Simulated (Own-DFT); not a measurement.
# Point defects and the pressure they add: C11b WSi2

Calculated, not measured: single-point runs of Own-DFT, a retired in-house plane-wave DFT program that no person has reviewed, on unrelaxed cells, without spin or spin-orbit coupling.

Settings: PBEsol; PseudoDojo norm-conserving scalar-relativistic files, made for PBE; cutoff 50 hartree; 5 x 5 x 5 k mesh centred on Gamma; cold (Marzari-Vanderbilt) smearing of 0.2 eV.

Caveats: forces on such cells failed a check on a denser k mesh; stress not checked against mesh or cutoff.

All runs share one cell, with vectors in Å (-2.148, -5.953, 3.409); (-6.444, 2.976, 1.136); (-2.553, -2.948, -6.757) and a volume of 403.2 Å³. Atoms were moved at random from their sites; u is the rms move along one axis. The defect's site can differ from row to row.

| cell | formula | u (Å) | P (GPa) |
|---|---|---|---|
| no defect | Si20W10 | 0.0212 | 0.60 |
| no defect | Si20W10 | 0.0532 | 2.79 |
| no defect | Si20W10 | 0.0544 | 2.35 |
| one Si on a W site | Si21W9 | 0.0325 | 2.59 |
| one Si on a W site | Si21W9 | 0.0481 | 3.46 |
| one Si on a W site | Si21W9 | 0.0511 | 3.79 |
| one W on a Si site | Si19W11 | 0.0288 | 5.71 |
| one W on a Si site | Si19W11 | 0.0474 | 6.11 |
| one W on a Si site | Si19W11 | 0.0496 | 6.35 |
| one Si vacancy | Si19W10 | 0.0236 | ? |
| one Si vacancy | Si19W10 | 0.0318 | -0.99 |
| one Si vacancy | Si19W10 | 0.0410 | -0.44 |
| one Si vacancy | Si19W10 | 0.0435 | -0.11 |

## Working it out

P = P0 + c u² + a shift for each defect gives P0 = 0.45 GPa, c = 702 ± 92 GPa/Å² and a scatter of 0.25 GPa. The shifts, and each times the cell's volume:

- one W on a Si site: 4.31 ± 0.21 GPa, 10.8 eV
- one Si on a W site: 1.43 ± 0.20 GPa, 3.6 eV
- one Si vacancy: -2.04 ± 0.21 GPa, -5.1 eV

Positive is outwards. The product with the volume (160.2 GPa Å³ to the eV) is nearly free of the cell's size; divided by the bulk modulus at the cell's pressure it gives the volume that the defect adds. The atoms around the defects weren't relaxed, which would change these numbers.

## Withheld run

The question: what pressure belongs in the blank (one Si vacancy, u = 0.0236 Å)?

From the fit: -1.20 ± 0.30 GPa. DFT gave -1.14 GPa.
